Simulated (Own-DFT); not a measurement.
# Computed records: SiC (4H silicon carbide, atoms displaced), SiC (4H silicon carbide, strained, atoms displaced), Si3N4 (beta silicon nitride, strained, atoms displaced)

Computed with Own-DFT development build. A calculation, not a measurement: plane-wave PBE density functional theory by an unreviewed code, no spin, of a simulated periodic cell, stress positive in tension, free energy of the whole cell less one offset for each atom, forces on such cells passed a denser k mesh, this cell's mesh not checked; offsets are fitted by least squares, one for each functional and potential file, so energies compare only between cells with the same atoms and settings and are not formation energies; the far tail of each file's local potential was reset to the Coulomb form; each entry is a single point on an unrelaxed cell, so the pressure reflects the starting lattice, mostly measured values (interpolated for alloys), from which strain is counted, and rises with the displacements; printed positions are rounded, which can move forces by about a meV/angstrom; the program, named Own-DFT, is a retired in-house code; no spin-orbit coupling.

Settings shared by all entries: functional PBE; potential files PseudoDojo norm-conserving, scalar-relativistic, standard set; wave cutoff 42 hartree; occupations Fermi-Dirac; smearing width 0.1 eV.

(1) 
```cif
# cell vector a (Å): 12.3308 0.0000 0.0000
# cell vector b (Å): -6.1654 10.6788 0.0000
# cell vector c (Å): 0.0000 0.0000 10.0681
data_SiC
_symmetry_space_group_name_H-M 'P 1'
_symmetry_Int_Tables_number 1
_cell_length_a 12.3308
_cell_length_b 12.3308
_cell_length_c 10.0681
_cell_angle_alpha 90.000
_cell_angle_beta 90.000
_cell_angle_gamma 120.000
_cell_volume 1325.75
loop_
_atom_site_label
_atom_site_type_symbol
_atom_site_fract_x
_atom_site_fract_y
_atom_site_fract_z
_atom_site_occupancy
Si1 Si 0.00264 0.99855 0.40531 1
Si2 Si 0.08647 0.16374 0.15751 1
C1 C 0.99925 0.00195 0.09861 1
C2 C 0.08095 0.17337 0.34345 1
Si3 Si 0.00067 0.25021 0.40569 1
Si4 Si 0.08124 0.41724 0.15916 1
C3 C 0.99869 0.24722 0.09953 1
C4 C 0.08205 0.41830 0.34286 1
Si5 Si 0.00315 0.50161 0.41151 1
Si6 Si 0.08451 0.66650 0.15800 1
C5 C 0.00018 0.50142 0.09615 1
C6 C 0.08427 0.66750 0.34400 1
Si7 Si 0.00386 0.75438 0.40629 1
Si8 Si 0.08418 0.91828 0.15756 1
C7 C 0.99833 0.74881 0.09325 1
C8 C 0.08326 0.91674 0.34062 1
Si9 Si 0.25131 0.99856 0.40803 1
Si10 Si 0.33127 0.16890 0.15566 1
C9 C 0.25099 0.99764 0.09291 1
C10 C 0.33117 0.16881 0.34869 1
Si11 Si 0.25360 0.25180 0.40891 1
Si12 Si 0.33855 0.42048 0.15743 1
C11 C 0.24530 0.25193 0.09071 1
C12 C 0.33180 0.41492 0.34536 1
Si13 Si 0.25653 0.50298 0.40955 1
Si14 Si 0.33194 0.66447 0.15680 1
C13 C 0.25202 0.49969 0.09222 1
C14 C 0.33646 0.66967 0.34495 1
Si15 Si 0.24751 0.75240 0.40583 1
Si16 Si 0.33167 0.91652 0.15658 1
C15 C 0.24891 0.75236 0.09565 1
C16 C 0.33627 0.91604 0.34371 1
Si17 Si 0.49978 0.00433 0.40530 1
Si18 Si 0.57978 0.16419 0.15147 1
C17 C 0.49601 0.99543 0.09189 1
C18 C 0.58291 0.16460 0.34519 1
Si19 Si 0.49977 0.25249 0.40421 1
Si20 Si 0.58313 0.41345 0.15520 1
C19 C 0.49970 0.24779 0.09254 1
C20 C 0.58444 0.41745 0.34389 1
Si21 Si 0.50269 0.49935 0.40673 1
Si22 Si 0.58313 0.66899 0.16062 1
C21 C 0.49867 0.49334 0.09160 1
C22 C 0.58144 0.66655 0.34083 1
Si23 Si 0.50256 0.75112 0.40289 1
Si24 Si 0.58423 0.91559 0.15375 1
C23 C 0.50060 0.75467 0.09522 1
C24 C 0.58475 0.91716 0.34556 1
Si25 Si 0.75498 0.00405 0.40614 1
Si26 Si 0.83689 0.17059 0.15870 1
C25 C 0.74876 0.99700 0.09178 1
C26 C 0.83735 0.16934 0.34663 1
Si27 Si 0.75339 0.25644 0.41181 1
Si28 Si 0.83302 0.41610 0.15114 1
C27 C 0.74898 0.24912 0.09569 1
C28 C 0.83306 0.41493 0.34538 1
Si29 Si 0.75145 0.50008 0.41268 1
Si30 Si 0.83037 0.66640 0.15830 1
C29 C 0.74857 0.50359 0.09014 1
C30 C 0.82972 0.66454 0.34583 1
Si31 Si 0.75204 0.75134 0.41083 1
Si32 Si 0.83399 0.91624 0.15776 1
C31 C 0.75451 0.75032 0.09213 1
C32 C 0.82516 0.90755 0.34808 1
Si33 Si 0.99911 0.99519 0.90807 1
Si34 Si 0.92220 0.83579 0.65888 1
C33 C 0.00048 0.99980 0.59623 1
C34 C 0.91721 0.83163 0.84337 1
Si35 Si 0.00421 0.75021 0.91073 1
Si36 Si 0.91678 0.58212 0.65508 1
C35 C 0.00042 0.74706 0.59546 1
C36 C 0.91498 0.58473 0.84546 1
Si37 Si 0.99927 0.49456 0.90584 1
Si38 Si 0.91716 0.33343 0.65507 1
C37 C 0.99943 0.50035 0.58693 1
C38 C 0.91275 0.33016 0.83665 1
Si39 Si 0.99847 0.24425 0.90987 1
Si40 Si 0.92067 0.08620 0.65770 1
C39 C 0.99796 0.24761 0.58973 1
C40 C 0.91478 0.08262 0.84658 1
Si41 Si 0.74844 0.00133 0.90704 1
Si42 Si 0.66551 0.83600 0.65295 1
C41 C 0.74951 0.00251 0.59524 1
C42 C 0.66492 0.83430 0.84729 1
Si43 Si 0.75117 0.74901 0.91217 1
Si44 Si 0.66943 0.58341 0.65818 1
C43 C 0.74916 0.74874 0.59899 1
C44 C 0.66236 0.58405 0.84434 1
Si45 Si 0.75155 0.49730 0.90718 1
Si46 Si 0.66498 0.33129 0.65351 1
C45 C 0.74565 0.49643 0.59224 1
C46 C 0.66686 0.33193 0.84550 1
Si47 Si 0.75119 0.25020 0.90887 1
Si48 Si 0.67178 0.08529 0.65407 1
C47 C 0.75183 0.25196 0.58899 1
C48 C 0.66372 0.08171 0.84201 1
Si49 Si 0.49540 0.00052 0.91181 1
Si50 Si 0.41342 0.83257 0.65494 1
C49 C 0.49682 0.99404 0.59230 1
C50 C 0.41714 0.83628 0.83959 1
Si51 Si 0.50074 0.75173 0.90300 1
Si52 Si 0.41345 0.58204 0.65332 1
C51 C 0.50229 0.75409 0.59406 1
C52 C 0.41629 0.58195 0.84254 1
Si53 Si 0.49514 0.49753 0.90633 1
Si54 Si 0.41996 0.33109 0.65713 1
C53 C 0.49423 0.49535 0.59617 1
C54 C 0.41499 0.33511 0.84340 1
Si55 Si 0.49408 0.24595 0.90799 1
Si56 Si 0.42108 0.08701 0.65389 1
C55 C 0.49799 0.24809 0.59517 1
C56 C 0.41439 0.08256 0.84685 1
Si57 Si 0.24929 0.00179 0.90237 1
Si58 Si 0.17259 0.83348 0.65614 1
C57 C 0.24489 0.99904 0.59892 1
C58 C 0.16801 0.82919 0.84101 1
Si59 Si 0.24977 0.74419 0.90734 1
Si60 Si 0.16470 0.58302 0.66078 1
C59 C 0.25248 0.75429 0.59101 1
C60 C 0.16908 0.57813 0.84490 1
Si61 Si 0.24870 0.50193 0.90888 1
Si62 Si 0.16334 0.33137 0.65845 1
C61 C 0.24836 0.50049 0.59394 1
C62 C 0.17120 0.33750 0.84889 1
Si63 Si 0.24765 0.24993 0.90660 1
Si64 Si 0.16965 0.08206 0.65202 1
C63 C 0.25214 0.24569 0.59762 1
C64 C 0.16963 0.08846 0.84350 1
_calc_hardware 'one NVIDIA H200'
_calc_k_mesh '3 x 3 x 3 centred on Gamma'
_calc_free_energy_of_cell_above_offsets '-18.781'  # eV
_calc_pressure 3.77  # GPa
_calc_stress_xx -2.56  # GPa
_calc_stress_yy -3.59  # GPa
_calc_stress_zz -5.17  # GPa
_calc_stress_yz 0.23  # GPa
_calc_stress_xz 0.47  # GPa
_calc_stress_xy 0.53  # GPa
_calc_wall_time 559.6  # s
```

Force:
| element | x (eV/Å) | y (eV/Å) | z (eV/Å) |
| --- | --- | --- | --- |
| Si | -1.615 | 0.713 | 0.286 |
| Si | -1.709 | 1.164 | 0.392 |
| C | 0.806 | -0.836 | -0.71 |
| C | 2.652 | -1.939 | 0.278 |
| Si | -0.703 | 1.094 | -0.192 |
| Si | 0.952 | -0.306 | -0.386 |
| C | 0.399 | 0.76 | -1.072 |
| C | 1.012 | 0.22 | 1.054 |
| Si | -0.52 | -0.251 | -2.687 |
| Si | -0.689 | 0.353 | -0.283 |
| C | 0.238 | -0.525 | -0.92 |
| C | -0.403 | 0.044 | 0.28 |
| Si | -0.716 | -1.436 | 0.121 |
| Si | 0.153 | -0.62 | -0.996 |
| C | 0.287 | 0.279 | 1.056 |
| C | 0.665 | 0.391 | 0.943 |
| Si | -0.324 | 0.386 | -0.079 |
| Si | 0.185 | -0.496 | 0.083 |
| C | -1.095 | 0.945 | -0.038 |
| C | 0.965 | -0.814 | -1.082 |
| Si | -1.665 | -0.188 | 0.359 |
| Si | -1.04 | -1.001 | -0.085 |
| C | 1.66 | 0.011 | 0.781 |
| C | 0.863 | 0.638 | -0.076 |
| Si | -1.544 | -0.256 | -0.911 |
| Si | 0.037 | 0.821 | 0.141 |
| C | -0.735 | 0.174 | 0.834 |
| C | -0.614 | -0.444 | 0.087 |
| Si | 1.526 | -0.606 | -0.224 |
| Si | 0.432 | -0.111 | 0.035 |
| C | 0.682 | -1.031 | -0.369 |
| C | -1.246 | 0.498 | -0.008 |
| Si | 1.417 | -1.472 | 0.364 |
| Si | 0.693 | -0.291 | 1.22 |
| C | 0.301 | 0.711 | 0.951 |
| C | -0.367 | 1.493 | -0.561 |
| Si | 0.497 | -0.625 | 0.243 |
| Si | 0.066 | 0.54 | -0.007 |
| C | -0.716 | 0.127 | 0.439 |
| C | 0.344 | -0.111 | -0.031 |
| Si | -0.961 | 0.187 | 0.182 |
| Si | 0.456 | -0.51 | -1.874 |
| C | -0.18 | 1.521 | 0.639 |
| C | 0.933 | -0.293 | 1.539 |
| Si | -0.534 | 0.483 | 0.8 |
| Si | -0.314 | 0.751 | 1.1 |
| C | 0.196 | -1.696 | -0.755 |
| C | -0.095 | 0.81 | -0.544 |
| Si | -0.971 | -0.75 | 0.147 |
| Si | -0.527 | -1.459 | 0.199 |
| C | 0.164 | 1.133 | 0.769 |
| C | -0.912 | -0.05 | -0.209 |
| Si | 0.161 | -1.745 | -2.217 |
| Si | -0.719 | 0.49 | 1.387 |
| C | 0.163 | 0.036 | -0.444 |
| C | -0.002 | 1.362 | -0.367 |
| Si | -0.08 | -0.191 | -1.972 |
| Si | 0.899 | -0.124 | -0.052 |
| C | 0.856 | -1.08 | 0.957 |
| C | 0.895 | 0.55 | 0.229 |
| Si | -0.653 | -1.69 | 0.205 |
| Si | -0.617 | -0.302 | 0.197 |
| C | -1.323 | 0.181 | 1.277 |
| C | 1.296 | 2.668 | -0.775 |
| Si | -0.277 | 1.077 | -0.245 |
| Si | -0.808 | -0.919 | -0.337 |
| C | 0.376 | 0.217 | -0.692 |
| C | 0.347 | 0.034 | 0.947 |
| Si | -0.66 | -0.114 | -1.197 |
| Si | -0.52 | -0.091 | 0.401 |
| C | 0.221 | 0.926 | -0.523 |
| C | 1.426 | -0.606 | -0.353 |
| Si | -0.689 | 0.79 | -0.041 |
| Si | -0.057 | -0.091 | -0.929 |
| C | 0.334 | -0.066 | 2.996 |
| C | 1.026 | 0.199 | 1.832 |
| Si | -0.061 | 1.37 | -0.104 |
| Si | -0.754 | -0.946 | 0.052 |
| C | 0.299 | 0.768 | 0.995 |
| C | 0.8 | -0.436 | -0.284 |
| Si | -0.038 | -0.586 | -0.375 |
| Si | 0.713 | -0.339 | 1.432 |
| C | 1.543 | -0.084 | -0.543 |
| C | 1.053 | 0.13 | -0.618 |
| Si | -0.762 | 0.073 | -1.978 |
| Si | -1.553 | -0.192 | 0.29 |
| C | 0.379 | 0.671 | -0.691 |
| C | 1.272 | -0.53 | 0.487 |
| Si | -1.65 | 0.652 | -0.738 |
| Si | 0.309 | 0.007 | 1.016 |
| C | 0.751 | 0.473 | 1.139 |
| C | -0.481 | -0.331 | -0.262 |
| Si | -0.579 | -0.799 | -0.88 |
| Si | -1.744 | -0.357 | 0.372 |
| C | -0.239 | -0.185 | 1.803 |
| C | -0.125 | 0.643 | 0.71 |
| Si | 1.001 | -0.347 | -1.923 |
| Si | 1.106 | 0.167 | -0.01 |
| C | 0.021 | 2.074 | -0.001 |
| C | -0.24 | -0.833 | 1.119 |
| Si | -0.236 | -0.325 | 0.377 |
| Si | 0.686 | 0.593 | 0.727 |
| C | -0.499 | -1.257 | -0.629 |
| C | -0.849 | 0.522 | 0.337 |
| Si | 0.767 | 0.629 | -0.385 |
| Si | -1.511 | 0.363 | 0.417 |
| C | 1.188 | 0.848 | -0.771 |
| C | 0.543 | -1.062 | 0.42 |
| Si | 0.525 | 1.265 | -0.717 |
| Si | -0.346 | -1.803 | 0.841 |
| C | 0.855 | 0.542 | -0.922 |
| C | 0.113 | 0.259 | -0.869 |
| Si | 0.164 | -0.878 | 0.504 |
| Si | -1.649 | -0.258 | 0.259 |
| C | 2.468 | -0.378 | -1.422 |
| C | -0.2 | 0.526 | 0.906 |
| Si | -0.146 | 1.316 | -0.135 |
| Si | 0.396 | 0.31 | -1.465 |
| C | -0.075 | -1.521 | 0.315 |
| C | -2.137 | 0.84 | 0.002 |
| Si | 2.17 | -0.743 | -0.211 |
| Si | 0.989 | 0.17 | -0.028 |
| C | -0.192 | -0.346 | 0.284 |
| C | -1.428 | -1.069 | -0.725 |
| Si | 0.545 | 0.632 | -0.381 |
| Si | -1.761 | 0.508 | 1.497 |
| C | -0.887 | 1.135 | -0.697 |
| C | -0.5 | -1.521 | -0.049 |

(2) 
```cif
# cell vector a (Å): 9.4064 0.0495 -0.0824
# cell vector b (Å): -4.6603 7.9254 -0.0232
# cell vector c (Å): -0.0897 -0.0810 9.9233
data_SiC
_symmetry_space_group_name_H-M 'P 1'
_symmetry_Int_Tables_number 1
_cell_length_a 9.4069
_cell_length_b 9.1941
_cell_length_c 9.9240
_cell_angle_alpha 90.285
_cell_angle_beta 91.022
_cell_angle_gamma 120.152
_cell_volume 741.96
loop_
_atom_site_label
_atom_site_type_symbol
_atom_site_fract_x
_atom_site_fract_y
_atom_site_fract_z
_atom_site_occupancy
Si1 Si 0.99681 0.99971 0.40285 1
Si2 Si 0.11951 0.22792 0.15985 1
C1 C 0.99909 0.00451 0.10340 1
C2 C 0.10806 0.21094 0.33114 1
Si3 Si 0.00091 0.32990 0.39882 1
Si4 Si 0.10386 0.54972 0.15899 1
C3 C 0.00565 0.34270 0.09629 1
C4 C 0.10833 0.55685 0.34307 1
Si5 Si 0.99766 0.67449 0.41309 1
Si6 Si 0.11765 0.89049 0.16779 1
C5 C 0.00624 0.67594 0.10281 1
C6 C 0.10172 0.88803 0.34857 1
Si7 Si 0.33925 0.99175 0.40860 1
Si8 Si 0.44517 0.22444 0.15659 1
C7 C 0.33749 0.00599 0.09127 1
C8 C 0.45469 0.22882 0.35182 1
Si9 Si 0.33262 0.34052 0.40405 1
Si10 Si 0.45621 0.55624 0.16210 1
C9 C 0.33380 0.33641 0.09368 1
C10 C 0.45142 0.56206 0.34886 1
Si11 Si 0.33053 0.66694 0.40206 1
Si12 Si 0.44595 0.89315 0.15243 1
C11 C 0.32866 0.65993 0.09589 1
C12 C 0.45329 0.89690 0.34925 1
Si13 Si 0.66264 0.99700 0.40750 1
Si14 Si 0.76961 0.21823 0.14771 1
C13 C 0.67347 0.99737 0.09383 1
C14 C 0.77136 0.20942 0.32844 1
Si15 Si 0.67486 0.34397 0.41323 1
Si16 Si 0.76307 0.54973 0.15418 1
C15 C 0.67580 0.33842 0.09686 1
C16 C 0.76959 0.54724 0.34964 1
Si17 Si 0.68457 0.66640 0.40863 1
Si18 Si 0.76864 0.88996 0.15554 1
C17 C 0.67051 0.66383 0.09411 1
C18 C 0.77643 0.88281 0.33810 1
Si19 Si 0.01324 0.00488 0.90669 1
Si20 Si 0.88643 0.77352 0.66089 1
C19 C 0.99536 0.99835 0.59296 1
C20 C 0.88323 0.78292 0.83830 1
Si21 Si 0.00004 0.66872 0.89753 1
Si22 Si 0.89078 0.45211 0.65510 1
C21 C 0.99887 0.66499 0.59057 1
C22 C 0.88847 0.44642 0.84589 1
Si23 Si 0.00794 0.33941 0.90394 1
Si24 Si 0.89865 0.10667 0.65078 1
C23 C 0.00206 0.32687 0.58579 1
C24 C 0.88513 0.10796 0.83259 1
Si25 Si 0.67539 0.99966 0.90878 1
Si26 Si 0.56714 0.78748 0.65283 1
C25 C 0.65983 0.99699 0.58900 1
C26 C 0.54431 0.79082 0.84689 1
Si27 Si 0.66973 0.65948 0.90773 1
Si28 Si 0.56477 0.44004 0.65092 1
C27 C 0.66333 0.65682 0.59620 1
C28 C 0.56118 0.45256 0.84443 1
Si29 Si 0.67004 0.33801 0.90883 1
Si30 Si 0.55900 0.11033 0.65298 1
C29 C 0.66322 0.33369 0.58910 1
C30 C 0.53839 0.11094 0.84225 1
Si31 Si 0.32044 0.99648 0.90528 1
Si32 Si 0.21570 0.78447 0.66650 1
C31 C 0.34692 0.01110 0.59180 1
C32 C 0.22222 0.77492 0.84461 1
Si33 Si 0.33359 0.66892 0.90918 1
Si34 Si 0.21988 0.45333 0.65045 1
C33 C 0.33081 0.67391 0.59700 1
C34 C 0.22055 0.43084 0.84314 1
Si35 Si 0.33701 0.33683 0.90831 1
Si36 Si 0.21696 0.10259 0.65433 1
C35 C 0.33751 0.34286 0.58999 1
C36 C 0.23146 0.11983 0.84417 1
_calc_hardware 'one NVIDIA H100'
_calc_k_mesh '4 x 4 x 3 centred on Gamma'
_calc_free_energy_of_cell_above_offsets '-3.751'  # eV
_calc_pressure 6.94  # GPa
_calc_stress_xx 3.7  # GPa
_calc_stress_yy -8.93  # GPa
_calc_stress_zz -15.59  # GPa
_calc_stress_yz -2.41  # GPa
_calc_stress_xz -2.57  # GPa
_calc_stress_xy 3.42  # GPa
_calc_wall_time 355.1  # s
```

Force:
| element | x (eV/Å) | y (eV/Å) | z (eV/Å) |
| --- | --- | --- | --- |
| Si | -0.236 | -0.064 | -0.158 |
| Si | -1.272 | -0.155 | -3.494 |
| C | 0.784 | -0.773 | -1.989 |
| C | -0.043 | 2.201 | 4.695 |
| Si | -0.683 | -0.478 | -0.755 |
| Si | 0.21 | 2.665 | -0.468 |
| C | -0.326 | -3.048 | -1.418 |
| C | -0.14 | 0.101 | 1.109 |
| Si | 0.951 | -1.71 | -2.895 |
| Si | -1.294 | 0.754 | -2.043 |
| C | -0.971 | -1.711 | -1.948 |
| C | 2.273 | 0.47 | 1.122 |
| Si | -2.178 | 2.346 | -0.47 |
| Si | 0.559 | 0.503 | 0.991 |
| C | -0.397 | -0.825 | 0.984 |
| C | -1.249 | -0.867 | -1.277 |
| Si | 1.232 | -1.314 | 0.135 |
| Si | -2.136 | 0.424 | -0.758 |
| C | 1.007 | -0.186 | 0.524 |
| C | 0.101 | 0.153 | -0.374 |
| Si | 0.418 | 0.342 | 1.081 |
| Si | 0.409 | -0.862 | 0.508 |
| C | 0.541 | 0.962 | 0.573 |
| C | -0.978 | -2.191 | -2.142 |
| Si | 1.676 | 0.6 | -1.373 |
| Si | 2.492 | 0.89 | 0.626 |
| C | -2.91 | 0.651 | -0.943 |
| C | 0.093 | 1.826 | 3.551 |
| Si | 0.32 | -3.733 | -2.821 |
| Si | 3.913 | 1.801 | 1.8 |
| C | -2.064 | -1.371 | -1.362 |
| C | 2.17 | 2.128 | -1.664 |
| Si | -3.957 | 0.465 | 0.381 |
| Si | 3.788 | -0.62 | 0.155 |
| C | -1.729 | 0.865 | -0.332 |
| C | -0.414 | 0.436 | 2.111 |
| Si | -2.132 | 0.296 | 0.831 |
| Si | -0.724 | 0.2 | -2.37 |
| C | 2.166 | -1.509 | -0.791 |
| C | 1.716 | -0.414 | 2.339 |
| Si | -0.315 | 0.596 | 2.765 |
| Si | 0.71 | -2.537 | -0.162 |
| C | -0.385 | 1.346 | 2.455 |
| C | 0.357 | -0.366 | -0.773 |
| Si | -0.459 | -1.206 | 0.356 |
| Si | -3.323 | 1.24 | 0.147 |
| C | -1.277 | 0.825 | 0.666 |
| C | 0.966 | 0.662 | 2.551 |
| Si | -1.81 | 1.275 | -1.308 |
| Si | -1.913 | -2.559 | 1.262 |
| C | 2.167 | 1.483 | 0.588 |
| C | 2.973 | -2.328 | -0.958 |
| Si | -1.929 | 2.911 | -0.404 |
| Si | -3.618 | 0.162 | 1.387 |
| C | 0.669 | 2.283 | -0.289 |
| C | 0.1 | -2.344 | -0.567 |
| Si | -0.653 | -1.04 | -0.889 |
| Si | -0.359 | 0.613 | 1.362 |
| C | 2.861 | -0.444 | 2.145 |
| C | 2.584 | 0.577 | 0.708 |
| Si | 2.129 | 0.735 | 0.124 |
| Si | 2.411 | -0.021 | -3.304 |
| C | -2.271 | -2.052 | 0.982 |
| C | -1.68 | -0.066 | 1.285 |
| Si | 0.334 | -1.31 | -0.29 |
| Si | 1.822 | -1.085 | 0.609 |
| C | 0.219 | 0.449 | -0.652 |
| C | -1.169 | 2.574 | -0.524 |
| Si | 0.761 | 0.562 | -0.664 |
| Si | 0.653 | 2.752 | -0.823 |
| C | -0.296 | -1.265 | 0.98 |
| C | -1.244 | -1.671 | -0.435 |

(3) 
```cif
# cell vector a (Å): 7.4725 -0.0319 -0.1386
# cell vector b (Å): -3.7639 6.5021 0.1576
# cell vector c (Å): -0.1590 0.1170 8.5535
data_Si3N4
_symmetry_space_group_name_H-M 'P 1'
_symmetry_Int_Tables_number 1
_cell_length_a 7.4739
_cell_length_b 7.5146
_cell_length_c 8.5558
_cell_angle_alpha 87.587
_cell_angle_beta 92.131
_cell_angle_gamma 120.323
_cell_volume 414.34
loop_
_atom_site_label
_atom_site_type_symbol
_atom_site_fract_x
_atom_site_fract_y
_atom_site_fract_z
_atom_site_occupancy
Si1 Si 0.17645 0.76927 0.09270 1
Si2 Si 0.24196 0.40915 0.08176 1
Si3 Si 0.57407 0.80327 0.08349 1
Si4 Si 0.82262 0.23166 0.24775 1
Si5 Si 0.77605 0.60741 0.23800 1
Si6 Si 0.39900 0.16517 0.24862 1
N1 N 0.33735 0.04471 0.08842 1
N2 N 0.97795 0.30949 0.08282 1
N3 N 0.71292 0.68158 0.07662 1
N4 N 0.67069 0.96452 0.24887 1
N5 N 0.03393 0.69817 0.25489 1
N6 N 0.30250 0.33114 0.24323 1
N7 N 0.35236 0.67506 0.08222 1
N8 N 0.66511 0.33220 0.26242 1
Si7 Si 0.18305 0.78535 0.40769 1
Si8 Si 0.23693 0.40624 0.42357 1
Si9 Si 0.60309 0.83868 0.42716 1
Si10 Si 0.83737 0.23090 0.57783 1
Si11 Si 0.77435 0.59417 0.58231 1
Si12 Si 0.40094 0.18352 0.58029 1
N9 N 0.34673 0.04465 0.41420 1
N10 N 0.97826 0.29537 0.42124 1
N11 N 0.70660 0.67148 0.41805 1
N12 N 0.66123 0.96554 0.58693 1
N13 N 0.02621 0.69926 0.57909 1
N14 N 0.28619 0.33112 0.58335 1
N15 N 0.31825 0.66504 0.40348 1
N16 N 0.67082 0.33387 0.58847 1
Si13 Si 0.16852 0.77778 0.74355 1
Si14 Si 0.22123 0.40867 0.74995 1
Si15 Si 0.58939 0.82427 0.75038 1
Si16 Si 0.80603 0.21112 0.91795 1
Si17 Si 0.77028 0.59784 0.91754 1
Si18 Si 0.42006 0.19580 0.91460 1
N17 N 0.33448 0.02663 0.74313 1
N18 N 0.97578 0.30245 0.75333 1
N19 N 0.69627 0.66136 0.74934 1
N20 N 0.67273 0.95905 0.91909 1
N21 N 0.03387 0.69254 0.91968 1
N22 N 0.31092 0.34293 0.91304 1
N23 N 0.35595 0.68520 0.74282 1
N24 N 0.67603 0.33830 0.91463 1
_calc_k_mesh '3 x 3 x 3 centred on Gamma'
_calc_free_energy_of_cell_above_offsets '1.124'  # eV
_calc_pressure 25.4  # GPa
_calc_stress_xx -27.68  # GPa
_calc_stress_yy -21.36  # GPa
_calc_stress_zz -27.15  # GPa
_calc_stress_yz 5.12  # GPa
_calc_stress_xz -8.26  # GPa
_calc_stress_xy -7.67  # GPa
```

Force:
| element | x (eV/Å) | y (eV/Å) | z (eV/Å) |
| --- | --- | --- | --- |
| Si | 1.463 | 0.727 | -2.65 |
| Si | -2.24 | 0.081 | -1.424 |
| Si | 10.56 | 10.05 | 0.993 |
| Si | 1.17 | 0.056 | 0.19 |
| Si | -0.043 | -3.127 | 5.335 |
| Si | 0.613 | 5.474 | 0.019 |
| N | -0.07 | -3.797 | -3.578 |
| N | -1.044 | -0.816 | -0.423 |
| N | -0.91 | -0.128 | -0.977 |
| N | -0.064 | 0.638 | -0.527 |
| N | -1.475 | -0.097 | -2.599 |
| N | 0.879 | -0.385 | 3.882 |
| N | -12.08 | -7.89 | 0.027 |
| N | 0.129 | 1.659 | -1.406 |
| Si | 0.308 | -0.968 | 4.41 |
| Si | -1.77 | 2.482 | -6.604 |
| Si | -0.452 | -3.907 | -3.663 |
| Si | -2.818 | -0.012 | 2.172 |
| Si | -1.677 | -1.386 | 1.119 |
| Si | 2.17 | 0.351 | 0.608 |
| N | -1.11 | -2.783 | 2.723 |
| N | -1.137 | -0.741 | -2.461 |
| N | -1.792 | 1.148 | -2.271 |
| N | 0.936 | 3.442 | 0.172 |
| N | 2.448 | 1.634 | -0.935 |
| N | 3.404 | -1.6 | 4.143 |
| N | 3.518 | 1.06 | 1.037 |
| N | -0.066 | -0.758 | -0.242 |
| Si | 2.382 | -2.137 | 1.766 |
| Si | 3.22 | 3.302 | -0.485 |
| Si | 5.941 | 2.172 | 1.07 |
| Si | 3.272 | 3.297 | 0.125 |
| Si | 1.544 | -0.216 | -0.86 |
| Si | -0.51 | -3.458 | -0.603 |
| N | -0.72 | 3.424 | 2.018 |
| N | -3.727 | -2.206 | 0.17 |
| N | -0.619 | 1.172 | -1.149 |
| N | -0.452 | -0.111 | -0.375 |
| N | 0.207 | 1.001 | -0.152 |
| N | -0.179 | 0.056 | 0.793 |
| N | -8.579 | -6.629 | 0.168 |
| N | -0.638 | -0.076 | 0.447 |
